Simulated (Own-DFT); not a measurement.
# Response to strain: wurtzite GaN, 72 atoms (Ga36N36)

Everything here is calculated. The program is Own-DFT (plane waves, in-house, since retired, never reviewed by a person); positions were held fixed, and spin and spin-orbit coupling were off.

Settings: PBE; PseudoDojo norm-conserving scalar-relativistic files (stringent for Ga); cutoff 96 hartree; 4 x 4 x 3 k mesh centred on Gamma; Gaussian smearing of 0.01 eV.

Caveats: forces not confirmed at this smearing and k mesh; stress not checked against mesh or cutoff.

Unstrained cell vectors in Å: (9.567, 0.000, 0.000); (-4.783, 8.285, 0.000); (0.000, 0.000, 10.370). The unstrained cell has measured lattice constants (interpolated for alloys), not those of this functional. That, the random moves and any unrelaxed bonds set the pressure at no strain. Each run strains this cell uniformly, with the atoms carried along. Each coordinate of each atom was shifted by a normal deviate of width 0.05 Å. Strains are tensor components in per cent; tension counts as positive stress, and P is minus the mean normal stress.

```
run  e_xx (%)  e_yy (%)  e_zz (%)  e_yz (%)  e_xz (%)  e_xy (%)  s_xx (GPa)  s_yy (GPa)  s_zz (GPa)  s_yz (GPa)  s_xz (GPa)  s_xy (GPa)  P (GPa)  E (meV/atom)
  1     -0.67      1.41      1.14      1.58      0.17     -0.51       -6.69       -1.42       -1.59        2.56       -0.14       -1.95     3.23           0.0
  2      1.35      1.99     -1.60      1.78     -0.05      0.88       -1.65        0.01      -10.58        3.58        0.51        2.22     4.07          21.1
  3     -1.73     -1.88     -0.65     -0.39      0.17     -0.72      -18.39      -18.89      -13.37       -0.29        0.74       -1.08    16.88          57.8
  4     -1.94     -0.81     -1.82      1.82     -0.69     -0.59      -20.92      -13.89      -17.49        4.29       -1.84       -2.40    17.43          59.9
  5      1.41      0.97     -1.94     -0.88      0.42     -0.62       -2.61       -2.03      -15.31       -1.94        0.75       -2.29     6.65          19.1
  6     -0.22      1.30      1.42      0.83     -1.14     -0.19       -5.65       -0.57       -0.86        1.96       -2.51       -0.32     2.36           1.8
  7     -0.53     -0.35     -0.96      1.58      0.07     -0.53       -8.49      -10.06      -13.99        2.94       -0.21       -0.75    10.85          24.1
  8     -0.21      1.33      1.64      1.72      1.49      1.87       -6.11       -2.62        1.10        3.28        2.87        5.93     2.54          20.0
  9     -0.89     -1.66     -1.98      0.96     -1.32     -0.89      -13.95      -18.62      -19.29        2.48       -2.44       -3.51    17.29          58.2
 10      0.60     -1.53     -1.40      0.69      1.14      0.86       -7.87      -13.38      -14.54        1.43        1.42        3.51    11.93          25.7
 11     -1.80     -1.51     -1.11      0.10      1.90      1.35      -19.06      -18.19      -16.23        0.49        4.21        4.89    17.82          74.2
 12     -0.11     -0.03     -1.34     -1.10     -0.63     -1.52       -6.60       -7.96      -16.53       -2.29       -1.31       -4.43    10.36          27.6
 13      0.42      1.49     -0.69      1.32      0.73      1.16       -5.16       -1.66       -7.56        2.59        1.98        4.40     4.80          12.2
 14      1.14      1.21     -1.29     -1.50     -1.64      1.65       -2.93       -1.91      -10.81       -3.49       -3.53        4.23     5.21          16.2
 15      1.58      1.81     -1.64     -1.24     -0.21      1.57       -2.42       -0.71      -10.09       -2.78       -1.04        3.79     4.41          21.9
 16     -0.65      1.53     -1.94     -1.38     -1.05     -0.94           ?           ?           ?           ?           ?           ?        ?             ?
```

E is the free energy for each atom above the lowest run shown.

## Worked fit

Regress every stress component on the fractional strains (shears doubled) of the visible runs, with a constant. Shear strains stay in the fit of a normal stress only where such slopes are resolved. The slopes, in GPa:

| stress | at no strain | per e_xx | per e_yy | per e_zz | scatter |
|---|---|---|---|---|---|
| s_xx | -7.1 | 477 ± 62 | 57 ± 54 | 138 ± 46 | 1.57 |
| s_yy | -7.7 | 140 ± 45 | 406 ± 39 | 79 ± 34 | 1.14 |
| s_zz | -7.9 | 75 ± 49 | 133 ± 43 | 431 ± 37 | 1.25 |

The slope of each shear stress on twice its own strain, from a fit on all six strains: yz 104 ± 4, xz 105 ± 9, xy 147 ± 10 GPa. These are stiffnesses along x, y and z of the frame in which the cell vectors are given, with the crystal's c axis along z: C11, C12, C13 and C33. Hexagonal symmetry asks that xx and yy behave alike, which is a second check on the noise. These are clamped-ion slopes: internal relaxation, where symmetry allows it, would soften some. Symmetry asks for nearly equal slopes across the diagonal; the mismatch is a measure of noise. A ninth of the table's sum, 215 ± 4 GPa, estimates the bulk modulus near the mean pressure of these runs, 9.1 GPa, so it lies above the value at zero pressure.

## Check

Question: what normal stresses and pressure should run 16 give?

From the fit: s_xx = -12.0, s_yy = -3.9, s_zz = -14.7 and P = 10.2 GPa. The calculation gave -8.04, -4.17, -16.73 and P = 9.65 GPa.
